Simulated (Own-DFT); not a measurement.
# Response to strain: C40 NbSi2, 36 atoms (Nb12Si24)

Calculated results; nothing here was measured. They come from Own-DFT, an in-house plane-wave density functional program, since retired, whose code no person has reviewed. Each row is one single-point run on a periodic cell that was not relaxed, without spin or spin-orbit coupling.

Settings of every run: PBE; PseudoDojo norm-conserving scalar-relativistic files; cutoff 42 hartree; 4 x 4 x 5 k mesh centred on Gamma; cold (Marzari-Vanderbilt) smearing of 0.2 eV.

Known limits: forces on such cells failed a check on a denser k mesh; stress not checked against mesh or cutoff.

Unstrained cell vectors in Å: (0.000, 8.324, 0.000); (-9.613, 0.000, 0.000); (0.000, 0.000, 6.586). The unstrained cell was taken from the Materials Project. The random moves and any unrelaxed bonds add to the pressure at no strain. Each run strains this cell uniformly, with the atoms carried along. Every atom was also moved at random, by a Gaussian of width 0.05 Å on each axis. Strain is the symmetric tensor, in per cent. Stress is positive in tension, and the pressure is minus a third of its trace.

| run | e_xx (%) | e_yy (%) | e_zz (%) | e_yz (%) | e_xz (%) | e_xy (%) | s_xx (GPa) | s_yy (GPa) | s_zz (GPa) | s_yz (GPa) | s_xz (GPa) | s_xy (GPa) | P (GPa) | E (meV/atom) |
|---|---|---|---|---|---|---|---|---|---|---|---|---|---|---|
| 1 | -1.26 | -0.57 | -0.56 | -0.12 | 1.63 | 0.27 | -7.81 | -5.39 | -7.74 | 0.36 | 5.16 | 0.72 | 6.98 | 13.8 |
| 2 | -1.16 | -0.23 | 1.96 | -0.31 | -0.14 | 0.43 | -4.95 | -1.88 | 3.85 | -1.25 | -0.58 | 1.15 | 1.00 | 1.2 |
| 3 | 0.24 | 1.21 | 0.57 | 0.29 | 1.08 | 1.09 | -0.24 | 2.59 | 0.63 | 0.89 | 2.98 | 3.02 | -0.99 | 0.8 |
| 4 | 1.34 | -1.34 | -1.67 | 0.84 | 1.66 | -0.93 | 0.07 | -7.57 | -12.61 | 2.99 | 4.92 | -1.82 | 6.71 | 31.5 |
| 5 | 0.38 | 0.16 | 1.94 | 0.35 | 1.10 | 1.33 | -0.07 | -0.05 | 4.78 | 0.10 | 2.99 | 3.72 | -1.55 | 20.8 |
| 6 | 1.29 | 0.52 | -0.42 | -1.66 | 1.27 | -1.90 | 1.66 | -0.15 | -4.56 | -5.19 | 3.30 | -5.14 | 1.01 | 26.8 |
| 7 | 0.72 | 1.39 | -0.83 | 0.64 | -0.10 | 1.32 | 0.86 | 2.51 | -5.96 | 3.00 | -0.67 | 3.54 | 0.86 | 9.5 |
| 8 | -1.42 | -1.75 | 0.90 | 1.87 | 1.32 | -1.26 | -8.90 | -9.31 | -2.47 | 6.25 | 3.79 | -4.41 | 6.89 | 34.9 |
| 9 | -1.76 | 0.53 | 0.02 | 0.16 | -0.71 | -1.03 | -8.74 | -1.55 | -4.52 | 1.15 | -2.92 | -3.06 | 4.94 | 15.1 |
| 10 | -1.92 | 0.33 | 1.16 | -0.83 | 1.27 | -0.03 | -8.52 | -1.91 | -0.61 | -2.77 | 4.38 | 0.05 | 3.68 | 27.0 |
| 11 | 0.84 | 1.91 | -0.86 | 0.10 | -0.06 | 1.25 | 1.20 | 4.06 | -5.03 | 0.24 | 0.08 | 3.31 | -0.08 | 9.1 |
| 12 | -0.03 | 1.38 | 1.46 | 0.71 | 1.68 | 0.87 | -0.14 | 3.71 | 4.11 | 2.16 | 4.35 | 2.37 | -2.56 | 0.0 |
| 13 | 0.08 | 0.61 | 0.00 | -0.11 | 1.92 | 0.71 | -1.86 | -0.28 | -2.92 | -0.78 | 5.15 | 2.55 | 1.69 | 13.6 |
| 14 | -0.02 | -1.49 | 1.97 | 1.21 | -1.67 | 1.43 | -2.61 | -6.56 | 3.97 | 3.68 | -5.05 | 4.47 | 1.73 | 23.3 |
| 15 | 1.32 | -0.07 | -0.96 | 0.57 | 0.39 | 1.40 | 1.37 | -2.35 | -7.25 | 2.20 | 0.38 | 4.38 | 2.74 | 13.9 |
| 16 | -1.52 | 1.11 | -0.16 | -0.74 | -1.76 | -1.57 | ? | ? | ? | ? | ? | ? | ? | ? |

E is the free energy for each atom above the lowest run shown.

## Worked fit

Each stress component was fitted by least squares to a constant and the strains of the runs shown, as fractions, with shears doubled. Shear strains stay in the fit of a normal stress only where such slopes are resolved. The slopes, in GPa:

| stress | at no strain | per e_xx | per e_yy | per e_zz | scatter |
|---|---|---|---|---|---|
| s_xx | -2.6 | 357 ± 9 | 87 ± 9 | 72 ± 9 | 0.35 |
| s_yy | -2.4 | 64 ± 8 | 361 ± 8 | 76 ± 8 | 0.30 |
| s_zz | -4.0 | 74 ± 13 | 104 ± 12 | 457 ± 12 | 0.47 |

Each shear stress against twice its own strain: yz 166 ± 7, xz 152 ± 6, xy 149 ± 6 GPa. These are stiffnesses along x, y and z of the frame in which the cell vectors are given, which need not be the crystal's axes. The atoms are held to the strained lattice; where symmetry lets them move under strain, relaxing them would lower some slopes. The table should be nearly symmetric about its diagonal, and what it lacks of that shows the noise. A ninth of its sum, 184 ± 7 GPa, estimates the bulk modulus near the mean pressure of these runs, 2.2 GPa, so it lies above the value at zero pressure.

## Withheld run

Question: what normal stresses and pressure should run 16 give?

The fit gives s_xx = -7.2, s_yy = 0.5, s_zz = -4.7 and P = 3.8 GPa. The calculation gave -7.44, -0.07, -5.39 and P = 4.30 GPa.
